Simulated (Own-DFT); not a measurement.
# Which defects push the lattice out? 3C SiC

Everything here is calculated. The program is Own-DFT (plane waves, in-house, since retired, never reviewed by a person); positions were held fixed, and spin and spin-orbit coupling were off.

All runs used: PBE; PseudoDojo norm-conserving scalar-relativistic files; cutoff 42 hartree; 4 x 4 x 4 k mesh centred on Gamma; Fermi-Dirac smearing of 0.1 eV.

Limits (not all hold for every row): not probed for a lower state with spin; forces on such cells failed a check on a denser k mesh; forces on such cells passed a denser k mesh, each cell not checked; stress not checked against mesh or cutoff.

All runs share one cell, with vectors in Å (8.719, 0.000, 0.000); (0.000, 8.719, 0.000); (0.000, 0.000, 8.719) and a volume of 662.9 Å³. The atoms are randomly displaced, by u rms on each axis. The defect's site can differ from row to row.

```
cell,formula,u (Å),P (GPa)
no defect,C32Si32,0.0315,3.95
no defect,C32Si32,0.0606,6.46
no defect,C32Si32,0.0623,6.25
two Al on a Si site each,Al2C32Si30,0.0271,5.96
two Al on a Si site each,Al2C32Si30,0.0329,6.14
two Al on a Si site each,Al2C32Si30,0.0501,7.75
one C vacancy,C31Si32,0.0287,3.07
one C vacancy,C31Si32,0.0312,3.26
one C vacancy,C31Si32,0.0503,4.46
one C on a Si site,C33Si31,0.0282,1.39
one C on a Si site,C33Si31,0.0302,1.76
one C on a Si site,C33Si31,0.0479,?
one C on a Si site,C33Si31,0.0506,2.90
two N on a C site each,C30N2Si32,0.0296,1.85
two N on a C site each,C30N2Si32,0.0519,3.62
two N on a C site each,C30N2Si32,0.0536,3.78
```

## Working it out

P = P0 + c u² + a shift for each defect gives P0 = 3.04 GPa, c = 882 ± 45 GPa/Å² and a scatter of 0.16 GPa. The shifts, and each times the cell's volume:

- two Al on a Si site each: 2.31 ± 0.15 GPa, 9.5 eV (4.8 eV for each of its 2 sites)
- one C vacancy: -0.71 ± 0.15 GPa, -2.9 eV
- two N on a C site each: -1.85 ± 0.14 GPa, -7.6 eV (-3.8 eV for each of its 2 sites)
- one C on a Si site: -2.28 ± 0.15 GPa, -9.4 eV

Against the defect-free cell, a freed cell would be larger where the shift is positive and smaller where it is negative (160.2 GPa Å³ is 1 eV). The atoms around the defects weren't relaxed, which would change these numbers.

## Withheld run

Asked: what pressure belongs in the blank (one C on a Si site, u = 0.0479 Å)?

From the fit: 2.78 ± 0.19 GPa. The run itself gave 2.93 GPa.
